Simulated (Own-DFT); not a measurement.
# What a defect does to the pressure of its cell: grey tin

Source: density functional calculations with Own-DFT, an unreviewed in-house program that is no longer used. Nothing was measured or relaxed, and spin and spin-orbit coupling are left out.

All runs used: PBE; PseudoDojo norm-conserving scalar-relativistic files; cutoff 42 hartree; 3 x 3 x 3 k mesh centred on Gamma; cold (Marzari-Vanderbilt) smearing of 0.2 eV.

Keep in mind (not all hold for every row): not probed for a lower state with spin; forces on such cells moved up to 12 meV/angstrom on a denser k mesh; stress not checked against mesh or cutoff.

All runs share one cell, with vectors in Å (12.978, 0.000, 0.000); (0.000, 12.978, 0.000); (0.000, 0.000, 12.978) and a volume of 2185.9 Å³. The atoms are randomly displaced, by u rms on each axis. The defect's site can differ from row to row.

```
cell,formula,u (Å),P (GPa)
no defect,Sn64,0.0194,3.37
no defect,Sn64,0.0210,3.38
no defect,Sn64,0.0497,3.61
one Sn vacancy,Sn63,0.0292,3.26
one Sn vacancy,Sn63,0.0452,3.33
one Sn vacancy,Sn63,0.0492,3.40
two Sn vacancies,Sn62,0.0302,3.12
two Sn vacancies,Sn62,0.0331,3.15
two Sn vacancies,Sn62,0.0490,?
two Sn vacancies,Sn62,0.0550,3.38
```

## Fit

P = P0 + c u² + a shift for each defect gives P0 = 3.33 GPa, c = 111 ± 8 GPa/Å² and a scatter of 0.02 GPa. The shifts, and each times the cell's volume:

- one Sn vacancy: -0.20 ± 0.02 GPa, -2.7 eV
- two Sn vacancies: -0.30 ± 0.02 GPa, -4.1 eV (-2.1 eV for each of its 2 sites)

A positive shift means that the defect pushes the cell outwards. Shift times volume (160.2 GPa Å³ is 1 eV) depends little on the cell's size, so, taken for each site, it can be compared between cells at like pressure. The atoms around the defects weren't relaxed, which would change these numbers.

## Test on the hidden row

Asked: what pressure belongs in the blank (two Sn vacancies, u = 0.0490 Å)?

Estimate: 3.30 ± 0.03 GPa. The run itself gave 3.29 GPa.
